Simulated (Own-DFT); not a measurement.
# One host, several defects: zincblende InP

Everything here is calculated. The program is Own-DFT (plane waves, in-house, since retired, never reviewed by a person); positions were held fixed, and spin and spin-orbit coupling were off.

All runs used: PBE; PseudoDojo norm-conserving scalar-relativistic files; cutoff 36 hartree; 2 x 3 x 3 k mesh centred on Gamma; Fermi-Dirac smearing of 0.1 eV.

Known weak points (not all hold for every row): not probed for a lower state with spin; forces on such cells failed a check on a denser k mesh; forces not confirmed at this smearing and k mesh; stress not checked against mesh or cutoff.

All runs share one cell, with vectors in Å (17.606, 0.000, 0.000); (0.000, 11.737, 0.000); (0.000, 0.000, 11.737) and a volume of 2425.5 Å³. Atoms were moved at random from their sites; u is the rms move along one axis. The defect's site can differ from row to row.

| cell | formula | u (Å) | P (GPa) |
|---|---|---|---|
| no defect | In48P48 | 0.0199 | 3.20 |
| no defect | In48P48 | 0.0485 | 3.56 |
| no defect | In48P48 | 0.0516 | 3.66 |
| two P vacancies | In48P46 | 0.0473 | 3.32 |
| two P vacancies | In48P46 | 0.0477 | 3.40 |
| two P vacancies | In48P46 | 0.0508 | 3.42 |
| one In on a P site | In49P47 | 0.0294 | 3.87 |
| one In on a P site | In49P47 | 0.0300 | 3.86 |
| one In on a P site | In49P47 | 0.0488 | 4.16 |
| one In on a P site and one P on an In site | In48P48 | 0.0288 | 3.53 |
| one In on a P site and one P on an In site | In48P48 | 0.0297 | 3.51 |
| one In on a P site and one P on an In site | In48P48 | 0.0515 | 3.87 |
| one P on an In site | In47P49 | 0.0290 | 3.16 |
| one P on an In site | In47P49 | 0.0292 | 3.19 |
| one P on an In site | In47P49 | 0.0485 | ? |
| one P on an In site | In47P49 | 0.0520 | 3.46 |

## Fit

P = P0 + c u² + a shift for each defect gives P0 = 3.14 GPa, c = 185 ± 9 GPa/Å² and a scatter of 0.03 GPa. The shifts, and each times the cell's volume:

- one In on a P site: 0.57 ± 0.02 GPa, 8.6 eV
- one In on a P site and one P on an In site: 0.23 ± 0.02 GPa, 3.5 eV
- one P on an In site: -0.14 ± 0.02 GPa, -2.1 eV
- two P vacancies: -0.20 ± 0.02 GPa, -3.0 eV (-1.5 eV for each of its 2 sites)

A positive shift means that the defect pushes the cell outwards. Shift times volume (160.2 GPa Å³ is 1 eV) depends little on the cell's size, so, taken for each site, it can be compared between cells at like pressure. The atoms around the defects weren't relaxed, which would change these numbers.

## Prediction

Question: what pressure belongs in the blank (one P on an In site, u = 0.0485 Å)?

The fitted form gives 3.44 ± 0.03 GPa. DFT gave 3.38 GPa.
